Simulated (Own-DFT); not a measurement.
Simulation results for Al$_{3}$GaN$_{4}$ (wurtzite random alloy, strained, atoms displaced)

Computed with Own-DFT development build. A calculation, not a measurement: plane-wave PBE density functional theory by an unreviewed code, no spin, of a simulated periodic cell, stress positive in tension, free energy of the whole cell less one offset for each atom, forces on such cells passed a denser k mesh, this cell's mesh not checked; offsets are fitted by least squares, one for each functional and potential file, so energies compare only between cells with the same atoms and settings and are not formation energies; the far tail of each file's local potential was reset to the Coulomb form; each entry is a single point on an unrelaxed cell, so the pressure reflects the starting lattice, mostly measured values, from which strain is counted, and rises with the displacements; printed positions are rounded, which can move forces by about a meV/angstrom; the program is a retired in-house code; no spin-orbit coupling.

Common to all runs: functional PBE; potential files PseudoDojo norm-conserving, scalar-relativistic, standard set with the stringent files for Ga; wave cutoff 96 hartree; occupations Gaussian; smearing width 0.01 eV; k mesh 4 x 4 x 3 centred on Gamma.

(1) Al$_{3}$GaN$_{4}$ (wurtzite random alloy, strained, atoms displaced)

```
cell vectors (Å)
   9.4642     0.0000     0.0000
  -4.7321     8.1962     0.0000
   0.0000     0.0000    10.0655
atoms (fractions of the cell vectors)
Al  0.10954  0.21638  0.00102
Al  0.22744  0.10407  0.25665
N   0.10049  0.22325  0.18882
N   0.21647  0.11039  0.45267
Ga  0.09676  0.20447  0.49840
Ga  0.22709  0.10933  0.74725
N   0.10837  0.20985  0.69017
N   0.22057  0.11017  0.94636
Al  0.10902  0.54616  0.99504
Ga  0.22164  0.44374  0.25261
N   0.10142  0.55200  0.18430
N   0.21363  0.43928  0.44052
Al  0.10129  0.55228  0.50074
Al  0.21753  0.44754  0.75227
N   0.11870  0.55295  0.68918
N   0.21750  0.44163  0.94526
Al  0.11717  0.89357  0.99990
Al  0.22649  0.78173  0.24556
N   0.11024  0.89798  0.18362
N   0.20462  0.76844  0.44315
Al  0.12418  0.90067  0.49331
Al  0.21494  0.76969  0.74570
N   0.10556  0.88496  0.69062
N   0.22324  0.77699  0.93405
Ga  0.43353  0.22252  0.00618
Ga  0.55809  0.09942  0.25129
N   0.44667  0.22188  0.19820
N   0.55761  0.11206  0.44076
Al  0.44267  0.22784  0.49896
Ga  0.55575  0.11466  0.75511
N   0.44477  0.22122  0.69714
N   0.55259  0.11712  0.94118
Al  0.44788  0.55032  0.00637
Al  0.55835  0.44873  0.24796
N   0.44718  0.55124  0.18798
N   0.55833  0.44676  0.44029
Al  0.45275  0.55882  0.49552
Al  0.55657  0.44881  0.74657
N   0.43786  0.55850  0.69247
N   0.55737  0.44604  0.93987
Al  0.44708  0.89789  0.99402
Al  0.55166  0.77613  0.25151
N   0.43872  0.88390  0.19231
N   0.55595  0.77991  0.44090
Al  0.44563  0.88593  0.47871
Al  0.55234  0.78218  0.74261
N   0.45494  0.89127  0.69516
N   0.55911  0.78259  0.95112
Al  0.77216  0.22448  0.00698
Ga  0.88918  0.10615  0.25637
N   0.78540  0.22709  0.18621
N   0.88799  0.11746  0.43948
Al  0.78129  0.22529  0.49990
Al  0.89167  0.11011  0.74652
N   0.78230  0.22652  0.68184
N   0.88311  0.10792  0.93475
Ga  0.77530  0.55427  0.00697
Al  0.88759  0.44957  0.24413
N   0.77942  0.56175  0.19039
N   0.88965  0.44283  0.43908
Al  0.77054  0.54246  0.50570
Ga  0.88591  0.44645  0.74866
N   0.77726  0.55797  0.68327
N   0.88307  0.45064  0.93541
Al  0.78048  0.89077  0.01093
Al  0.88954  0.77562  0.25532
N   0.77098  0.88949  0.19934
N   0.88963  0.78438  0.43260
Al  0.78944  0.89310  0.50523
Al  0.89568  0.77929  0.75422
N   0.77829  0.89079  0.69415
N   0.87538  0.76706  0.93326
```

* free energy of cell above offsets: -22.847 eV
* pressure: 3.23 GPa
* stress xx: -2.18 GPa
* stress yy: -1.5 GPa
* stress zz: -5.99 GPa
* stress yz: -0.29 GPa
* stress xz: 0.4 GPa
* stress xy: 0.7 GPa

Force:
```csv
element,x (eV/Å),y (eV/Å),z (eV/Å)
Al,-1.498,0.408,-0.199
Al,-1.64,1.588,-0.573
N,2.903,-0.729,-0.067
N,2.797,0.466,-2.645
Ga,-0.051,3.155,1.169
Ga,-0.854,-0.473,0.964
N,-0.96,1.867,0.596
N,-1.014,-0.573,-0.709
Al,-1.218,1.354,0.389
Ga,-0.713,-0.182,-0.539
N,0.513,1.529,0.182
N,0.908,1.034,1.024
Al,1.409,-0.454,-0.093
Al,1.85,-1.576,0.144
N,-1.8,0.612,-0.508
N,1.36,-0.522,-0.79
Al,-0.649,-1.517,-1.142
Al,-1.92,-1.729,0.038
N,0.787,-1.283,1.441
N,2.072,1.357,-1.443
Al,-1.768,-2.919,1.842
Al,1.107,1.397,0.05
N,1.262,-0.44,-0.96
N,-0.343,0.025,0.942
Ga,1.501,0.686,-0.249
Ga,-0.184,2.284,-0.365
N,-0.466,0.281,0.603
N,-0.627,0.008,0.682
Al,0.845,-0.654,0.689
Ga,1.186,-0.499,-1.156
N,0.08,1.888,-2.135
N,0.679,-0.176,1.701
Al,-1.179,1.355,-1.871
Al,0.398,-0.723,0.506
N,-0.139,0.778,1.233
N,-0.26,-0.393,-0.24
Al,-2.014,-0.418,1.023
Al,-0.502,0.034,0.785
N,1.161,-0.428,-0.705
N,-1.028,-0.333,-0.421
Al,0.451,-1.523,-0.114
Al,0.621,-0.515,-0.652
N,0.512,-0.641,-0.563
N,0.991,-0.477,-0.531
Al,-1.166,0.299,3.004
Al,1.927,-0.765,1.979
N,-2.956,-0.08,-1.816
N,-0.339,-0.619,-0.683
Al,0.937,-0.086,-2.27
Ga,-0.651,0.84,-1.232
N,-1.005,0.104,1.077
N,-1.222,-1.955,1.251
Al,-0.579,-0.154,-0.421
Al,-0.822,-0.018,0.727
N,0.408,-0.61,0.989
N,0.231,0.562,1.175
Ga,-0.2,0.422,-1.577
Al,0.483,-0.712,0.945
N,-0.122,-0.527,1.838
N,-1.185,0.003,-0.474
Al,0.777,1.759,-1.948
Ga,0.507,-0.31,-0.298
N,-0.732,0.387,1.206
N,1.89,-1.44,1.374
Al,-0.611,-0.214,-1.683
Al,-0.584,0.953,-1.461
N,0.994,-1.437,-0.838
N,0.962,-0.561,2.179
Al,-1.311,-0.264,-0.282
Al,-1.692,-0.236,-1.119
N,0.503,-0.608,-0.942
N,0.993,2.336,1.971
```

(2) Al$_{3}$GaN$_{4}$ (wurtzite random alloy, strained, atoms displaced)

```
cell vectors (Å)
   9.4642     0.0000     0.0000
  -4.7321     8.1962     0.0000
   0.0000     0.0000    10.0655
atoms (fractions of the cell vectors)
Ga  0.11470  0.22702  0.00045
Al  0.21833  0.10258  0.25680
N   0.12246  0.23400  0.20035
N   0.22055  0.11925  0.44513
Al  0.11134  0.22218  0.50300
Al  0.21794  0.10909  0.75000
N   0.11775  0.22503  0.69270
N   0.21369  0.11171  0.93873
Al  0.11305  0.55609  0.01004
Al  0.21763  0.43957  0.25011
N   0.10797  0.56015  0.19372
N   0.22586  0.43789  0.44091
Al  0.11146  0.55886  0.50310
Al  0.21346  0.43388  0.75027
N   0.10887  0.55609  0.69421
N   0.22446  0.44637  0.93298
Ga  0.12204  0.89267  0.99672
Ga  0.22568  0.78201  0.24762
N   0.11177  0.89101  0.18881
N   0.22357  0.76962  0.43904
Ga  0.09751  0.88193  0.49821
Al  0.22325  0.77991  0.74168
N   0.11888  0.89396  0.68779
N   0.22013  0.77864  0.93975
Al  0.44125  0.22617  0.99516
Al  0.56289  0.11325  0.25183
N   0.44827  0.22607  0.18719
N   0.55892  0.10621  0.43823
Ga  0.44300  0.21949  0.49908
Ga  0.55934  0.11021  0.74924
N   0.43579  0.22941  0.69381
N   0.56603  0.11407  0.94088
Al  0.44626  0.56796  0.99843
Al  0.56060  0.45109  0.24594
N   0.44217  0.55205  0.18260
N   0.55420  0.44950  0.44197
Al  0.45097  0.54921  0.50846
Al  0.55455  0.43885  0.75611
N   0.44292  0.55294  0.68855
N   0.57056  0.45726  0.94092
Al  0.44308  0.88780  0.00374
Al  0.56506  0.78020  0.24889
N   0.45237  0.89273  0.18767
N   0.57125  0.78838  0.44969
Al  0.45449  0.89024  0.49934
Ga  0.56160  0.77913  0.75785
N   0.44857  0.88934  0.68720
N   0.55398  0.78223  0.94549
Al  0.77692  0.21958  0.00335
Al  0.89627  0.11264  0.24766
N   0.77333  0.22731  0.18337
N   0.88100  0.10422  0.44165
Al  0.78400  0.22718  0.49441
Ga  0.88707  0.11006  0.74010
N   0.78081  0.21738  0.68816
N   0.87884  0.09967  0.94458
Al  0.78717  0.56746  0.00837
Ga  0.88595  0.45304  0.24809
N   0.77976  0.55259  0.19207
N   0.89507  0.44506  0.44272
Al  0.77243  0.54169  0.49840
Al  0.88901  0.43989  0.74578
N   0.77494  0.55244  0.69005
N   0.89160  0.45118  0.93164
Al  0.77872  0.89122  0.00695
Al  0.88924  0.77524  0.24191
N   0.78642  0.89340  0.18987
N   0.88252  0.76445  0.44137
Al  0.79782  0.90306  0.49824
Al  0.90384  0.77923  0.74818
N   0.77892  0.88746  0.68810
N   0.88403  0.77501  0.94235
```

* free energy of cell above offsets: -23.996 eV
* pressure: 2.63 GPa
* stress xx: -0.48 GPa
* stress yy: -2.81 GPa
* stress zz: -4.6 GPa
* stress yz: 0.01 GPa
* stress xz: 0.28 GPa
* stress xy: 0.62 GPa

Force:
```csv
element,x (eV/Å),y (eV/Å),z (eV/Å)
Ga,-1.266,-0.3,0.455
Al,0.527,2.023,-0.662
N,-0.54,-2.971,-0.96
N,0.116,-1.822,-1.007
Al,-0.563,0.735,-0.238
Al,0.302,0.491,0.019
N,-0.555,-0.99,-0.889
N,2.066,0.486,-0.642
Al,-0.707,-0.222,-2.539
Al,0.559,2.481,1.217
N,1.548,-0.999,-0.563
N,-0.864,1.053,0.294
Al,1.453,-0.851,-0.076
Al,0.553,2.388,-0.646
N,0.5,-0.133,-0.945
N,-0.294,0.965,1.568
Ga,-1.949,-0.158,0.279
Ga,0.591,0.157,0.676
N,-0.641,0.08,0.795
N,0.084,1.4,0.823
Ga,2.101,0.587,-0.381
Al,1.019,-0.363,0.977
N,-0.301,-0.302,0.929
N,2.073,-0.708,-0.576
Al,1.156,0.371,0.421
Al,-1.222,0.015,-0.933
N,-0.288,-0.679,0.69
N,-0.05,0.913,0.135
Ga,0.279,0.38,0.272
Ga,-0.814,0.212,0.202
N,1.211,-1.209,0.143
N,-2.075,-0.657,0.508
Al,0.902,-1.793,-0.601
Al,-1.055,-1.291,0.322
N,-0.052,1.085,1.233
N,1.834,-0.843,-1.56
Al,-1.881,1.797,-0.954
Al,-0.152,1.874,-0.471
N,-0.057,-0.678,1.72
N,-1.448,-0.897,0.761
Al,-0.213,0.994,-1.033
Al,-0.876,-0.459,1.11
N,0.431,-0.006,0.671
N,-0.023,-1.386,-1.772
Al,-0.377,-0.801,0.016
Ga,-0.298,-0.59,-1.517
N,-1.004,-0.467,0.056
N,0.537,0.306,0.869
Al,0.336,1.153,-1.681
Al,-0.84,0.769,0.138
N,1.737,-0.681,1.833
N,1.306,2.787,-1.157
Al,-0.341,-1.011,0.68
Ga,1.116,-0.755,1.984
N,-1.167,1.917,-1.466
N,0.189,1.709,-0.096
Al,0.286,-1.864,-2.281
Ga,2.247,-1.928,0.981
N,-2.503,2.124,-0.498
N,-0.666,-0.259,0.087
Al,-0.459,1.131,0.996
Al,-0.718,0.567,0.573
N,0.694,-0.047,-0.426
N,0.539,-0.601,2.107
Al,0.243,-0.717,-1.549
Al,0.235,0.308,1.304
N,-0.146,-0.416,0.705
N,-0.873,0.435,-1.395
Al,-1.443,-3.763,0.912
Al,-2.269,-0.982,0.526
N,1.962,-0.279,-0.224
N,0.257,1.187,-0.252
```

(3) Al$_{3}$GaN$_{4}$ (wurtzite random alloy, strained, atoms displaced)

```
cell vectors (Å)
   9.4642     0.0000     0.0000
  -4.7321     8.1962     0.0000
   0.0000     0.0000    10.0655
atoms (fractions of the cell vectors)
Al  0.11541  0.23601  0.99250
Al  0.21782  0.11215  0.25116
N   0.11147  0.22396  0.19245
N   0.22531  0.11222  0.43776
Al  0.10766  0.21799  0.49427
Al  0.23042  0.11945  0.75385
N   0.10465  0.21632  0.68917
N   0.22163  0.11335  0.94247
Al  0.11388  0.55822  0.00357
Al  0.22096  0.44375  0.24807
N   0.10504  0.55294  0.19030
N   0.21967  0.45092  0.43863
Al  0.10771  0.55376  0.50457
Ga  0.21302  0.43632  0.75468
N   0.10137  0.53874  0.69695
N   0.21556  0.43784  0.93861
Al  0.11698  0.89661  0.99277
Al  0.22306  0.77538  0.25180
N   0.10816  0.88864  0.19466
N   0.22666  0.77995  0.43831
Al  0.11116  0.88905  0.50091
Al  0.21456  0.78312  0.74636
N   0.11317  0.89118  0.69451
N   0.21717  0.76626  0.94394
Al  0.45112  0.22029  0.99387
Al  0.55639  0.11226  0.25497
N   0.45299  0.22264  0.18666
N   0.55173  0.11081  0.43449
Al  0.44088  0.21892  0.49641
Al  0.55442  0.10655  0.75092
N   0.42771  0.22070  0.69167
N   0.55749  0.11836  0.94037
Ga  0.42916  0.54124  0.99348
Al  0.56057  0.45026  0.24851
N   0.45137  0.56737  0.18993
N   0.55528  0.44818  0.45092
Al  0.45451  0.56630  0.50664
Al  0.56747  0.44195  0.75502
N   0.44620  0.55439  0.68816
N   0.57238  0.44516  0.94055
Al  0.44417  0.89343  0.99189
Al  0.55192  0.77366  0.25279
N   0.45261  0.89594  0.19182
N   0.56072  0.78307  0.43885
Ga  0.45047  0.89196  0.49656
Al  0.54677  0.77191  0.75054
N   0.44276  0.88307  0.68806
N   0.54479  0.77102  0.93498
Ga  0.78639  0.22560  0.99160
Al  0.89829  0.12966  0.24978
N   0.77446  0.21910  0.19535
N   0.88232  0.11181  0.43969
Ga  0.78216  0.22615  0.50614
Ga  0.88549  0.11474  0.74812
N   0.78491  0.22813  0.68255
N   0.88066  0.10267  0.93860
Al  0.77405  0.54978  0.00528
Al  0.88184  0.43579  0.24886
N   0.78060  0.56405  0.19425
N   0.89520  0.44291  0.43817
Al  0.79216  0.56956  0.50185
Al  0.89581  0.45700  0.74117
N   0.78499  0.56374  0.69057
N   0.88968  0.44981  0.94567
Ga  0.77090  0.88886  0.99179
Al  0.90336  0.77544  0.25080
N   0.77694  0.88905  0.19246
N   0.89724  0.77851  0.44217
Ga  0.77506  0.88764  0.49966
Ga  0.89194  0.78551  0.74679
N   0.78003  0.89177  0.70040
N   0.87665  0.77557  0.94403
```

## Withheld values
1. Estimate the pressure of Al$_{3}$GaN$_{4}$ (wurtzite random alloy, strained, atoms displaced) (entry 3).
2. What stress xx does the calculation give for Al$_{3}$GaN$_{4}$ (wurtzite random alloy, strained, atoms displaced) (entry 3)?
3. Give the table of force values for Al$_{3}$GaN$_{4}$ (wurtzite random alloy, strained, atoms displaced) (entry 3).

Answers
1. 3.3 GPa
2. -2.85 GPa
3. 
Force:
```csv
element,x (eV/Å),y (eV/Å),z (eV/Å)
Al,-0.138,-4.366,1.83
Al,1.299,-0.201,-0.865
N,0.391,0.813,-1.113
N,-0.88,-0.417,0.411
Al,-0.1,1.049,0.527
Al,-2.756,-1.495,0.022
N,1.4,-0.137,-0.512
N,0.361,0.945,-0.293
Al,-0.995,-0.886,0.126
Al,0.198,1.011,0.792
N,0.68,0.013,0.013
N,1.121,-0.633,0.385
Al,0.994,0.281,-0.737
Ga,1.557,0.26,-2.166
N,0.045,3.5,-1.628
N,-1.355,1.293,0.802
Al,-1.26,-1.828,1.505
Al,0.154,0.67,-0.835
N,2.124,0.961,-1.237
N,-1.278,-0.825,0.985
Al,0.946,0.641,-0.292
Al,2.282,-1.725,0.868
N,0.237,1.261,-1.012
N,-0.382,2.547,-1.329
Al,-1.407,0.967,1.564
Al,0.188,-0.32,-1.637
N,-1.468,0.565,0.279
N,-0.149,1.064,1.712
Al,0.125,1.098,0.45
Al,-0.306,0.588,-0.851
N,4.14,0.989,-0.651
N,0.69,-1.785,-1.505
Ga,2.557,2.117,1.096
Al,-0.419,-0.347,0.72
N,-0.512,-2.759,-0.049
N,1.052,0.053,-1.265
Al,-0.967,-1.369,-1.219
Al,-1.497,0.518,-1.329
N,0.366,-0.08,1.555
N,-2.53,-1.511,-0.493
Al,0.514,-0.782,1.636
Al,0.922,2.339,-1.059
N,-0.986,-1.07,-0.617
N,-0.292,-1.609,0.063
Ga,-0.624,-0.076,-0.018
Al,0.992,-0.029,-0.209
N,-0.912,0.787,1.25
N,-0.882,0.313,-0.016
Ga,-1.049,0.109,1.729
Al,-0.535,-3.268,0.029
N,-0.034,0.753,-0.696
N,1.948,0.227,-0.439
Ga,-0.932,-0.332,-2.944
Ga,0.683,-0.475,0.087
N,-2.504,0.384,3.735
N,1.505,2.684,-0.111
Al,1.071,2.245,0.412
Al,-0.06,1.118,0.048
N,0.682,-1.727,-0.054
N,-1.316,1.488,0.22
Al,-0.792,-2.419,-0.515
Al,-1.331,-1.856,2.057
N,0.075,-1.195,-0.653
N,0.795,0.404,-1.422
Ga,-0.179,-1.409,2.488
Al,-3.364,0.826,-0.157
N,0.521,0.479,0.677
N,-0.117,0.508,-0.21
Ga,0.963,0.704,0.253
Ga,-0.142,-0.501,1.819
N,-2.015,-0.7,-1.628
N,2.889,-0.436,-0.378
```

Further results for Al$_{3}$GaN$_{4}$ (wurtzite random alloy, strained, atoms displaced) (entry 3):

* free energy of cell above offsets: -22.570 eV
* stress yy: -2.88 GPa
* stress zz: -4.17 GPa
* stress yz: 0.44 GPa
* stress xz: 0.15 GPa
* stress xy: -0.06 GPa
